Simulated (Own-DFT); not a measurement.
# Short bonds, stiff crystals?

No measurement is shown. These are fixed-geometry runs of a retired plane-wave code named Own-DFT, which no person has reviewed; spin and spin-orbit coupling are neglected.

Known weak points (not all hold for every row): forces on such cells moved up to 12 meV/angstrom on a denser k mesh; k mesh not checked against a denser one; forces on such cells passed a denser k mesh, each cell not checked; stress not checked against mesh or cutoff.

All runs are PBE with PseudoDojo norm-conserving files; cutoff and k mesh are each material's own. Every cell starts from measured lattice constants and was given uniform random strains and small random moves of its atoms. Each triple is the change of volume in per cent, the rms move u in Å and the pressure in GPa.

- 3C SiC (C32Si32), 10.36 Å³/atom unstrained: (-2.32, 0.053, 12.44); (-2.18, 0.052, 10.74); (-2.00, 0.049, 9.76); (0.16, 0.049, 5.09); (0.83, 0.047, 4.08); (3.00, 0.054, -0.66); (3.83, 0.047, -2.70)
- wurtzite AlN (Al36N36), 10.45 Å³/atom unstrained: (-2.45, 0.046, 11.05); (-2.02, 0.048, 10.13); (-1.91, 0.051, 10.25); (-1.36, 0.053, 8.48); (0.20, 0.044, 4.78); (1.31, 0.053, 3.10); (1.46, 0.049, 2.90)
- wurtzite GaN (Ga48N48), 11.42 Å³/atom unstrained: (-2.25, 0.052, 12.25); (-1.87, 0.055, 11.38); (0.00, 0.051, 7.41); (1.08, 0.050, 5.82); (1.47, 0.054, 5.19); (3.01, 0.047, 1.39); (3.86, 0.053, 0.66)
- diamond silicon (Si64), 20.02 Å³/atom unstrained: (-1.52, 0.053, 4.27); (-0.33, 0.046, 2.87); (-0.19, 0.050, 2.82); (0.23, 0.048, 2.62); (0.47, 0.046, 2.32); (0.99, 0.050, 1.57); (1.80, 0.053, 0.98)
- zincblende GaP (Ga32P32), 20.24 Å³/atom unstrained: withheld
- grey tin (Sn64), 34.15 Å³/atom unstrained: (-2.23, 0.049, 5.04); (-2.22, 0.048, 4.96); (-2.06, 0.050, 4.80); (-1.96, 0.051, 4.87); (-1.34, 0.047, 4.36); (-0.30, 0.049, 3.90); (1.93, 0.050, 2.79)

## Worked fit

Fit a line to each set against the fractional change of volume; B is minus its slope, and u is nearly the same within a set. To take it to zero pressure, assume that B rises by 4 GPa for each GPa: B0 = B - 4 x (mean pressure). The bond length of an ideal tetrahedral crystal with the unstrained volume v is d = (√3/4)(8 v)^(1/3). Cohen's empirical rule reads B0 = (1971 - 220 L) d^(-3.5) GPa, with L = 0 for group IV crystals and SiC and 1 for III-V compounds.

```
material,L,d (Å),B (GPa),mean P (GPa),B0 (GPa),rule (GPa)
3C SiC (C32Si32),0,1.888,228 ± 11,5.5,206 ± 11,213
wurtzite AlN (Al36N36),1,1.893,215 ± 9,7.2,186 ± 9,188
wurtzite GaN (Ga48N48),1,1.950,193 ± 6,6.3,168 ± 6,169
diamond silicon (Si64),0,2.352,99 ± 5,2.5,89 ± 5,99
zincblende GaP (Ga32P32),1,2.360,?,?,?,87
grey tin (Sn64),0,2.810,53 ± 2,4.4,35 ± 2,53
```

A line through ln[B0/(1971 - 220 L)] against ln d has a slope of -4.4 ± 0.2 and a scatter of 7 %. Against the rule, B0 stands at 96 % for 3C SiC, 99 % for wurtzite AlN, 99 % for wurtzite GaN, 90 % for diamond silicon, 66 % for grey tin. PBE tends to make silicon and heavier crystals too soft, and the rule itself is only a guide.

## Withheld run

The question: what B0 does the fitted trend give for zincblende GaP (Ga32P32)?

The line gives 71 GPa. Its own runs give B = 91 ± 3 GPa at a mean pressure of 4.4 GPa, so B0 = 73 GPa.
